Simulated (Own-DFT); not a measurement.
# Biaxial strain at fixed height in wurtzite AlGaN with randomly placed atoms, 72 atoms (Al9Ga27N36)

Everything here is calculated. The program is Own-DFT (plane waves, in-house, since retired, never reviewed by a person); positions were held fixed, and spin and spin-orbit coupling were off.

Common settings: PBE; PseudoDojo norm-conserving scalar-relativistic files (stringent for Ga); cutoff 96 hartree; 4 x 4 x 3 k mesh centred on Gamma; Gaussian smearing of 0.01 eV.

Limits: forces on such cells passed a denser k mesh, each cell not checked; stress not checked against mesh or cutoff.

Unstrained cell vectors in Å: (9.509, 0.000, 0.000); (-4.755, 8.235, 0.000); (0.000, 0.000, 10.268). The unstrained cell has measured lattice constants (interpolated for alloys), not those of this functional. That, the random moves and any unrelaxed bonds set the pressure at no strain. Each run strains x and y alike by e, as a substrate would, and holds the height along z. Random moves of width 0.05 Å per axis were added to every atom. The random placing of the alloy's atoms differs from row to row. Stress is positive in tension.

```
e (%),u (Å),(s_xx + s_yy)/2 (GPa),s_zz (GPa)
-2.75,0.056,-24.11,-13.93
-1.25,0.053,?,?
-1.00,0.050,-12.66,-8.17
-0.75,0.052,-11.40,-8.73
-0.25,0.052,-8.25,-8.26
1.00,0.054,-1.75,-6.05
1.50,0.051,0.72,-5.33
2.25,0.047,4.38,-4.52
2.50,0.051,4.94,-2.65
2.75,0.046,6.50,-3.45
```

## Worked fit

With e as a fraction, the in-plane stress is -7.0 + 553 e - 2532 e² GPa (errors 4 and 225, scatter 0.19), and s_zz is -7.8 + 178 e GPa (slope ± 16, scatter 0.85). At e = 0 the first slope is C11 + C12 and the second 2 C13, both with the ions held to the strained lattice and at the cell's own pressure. The term in e² is negative: the layer stiffens under compression and softens under tension. A free layer would change its height as e changes, and the in-plane slope would drop by 2 C13²/C33 to the biaxial modulus. At fixed height, a misfit of 1 % moves the in-plane stress by about 5.5 GPa and s_zz by 1.8 GPa.

## The run left out

Question: what are the two stresses at e = -1.25 %?

The fitted form gives -14.3 and -10.1 GPa. Computed: -13.60 and -11.20 GPa. The miss is larger than the scatter suggests: chance, or a term that the fit lacks.
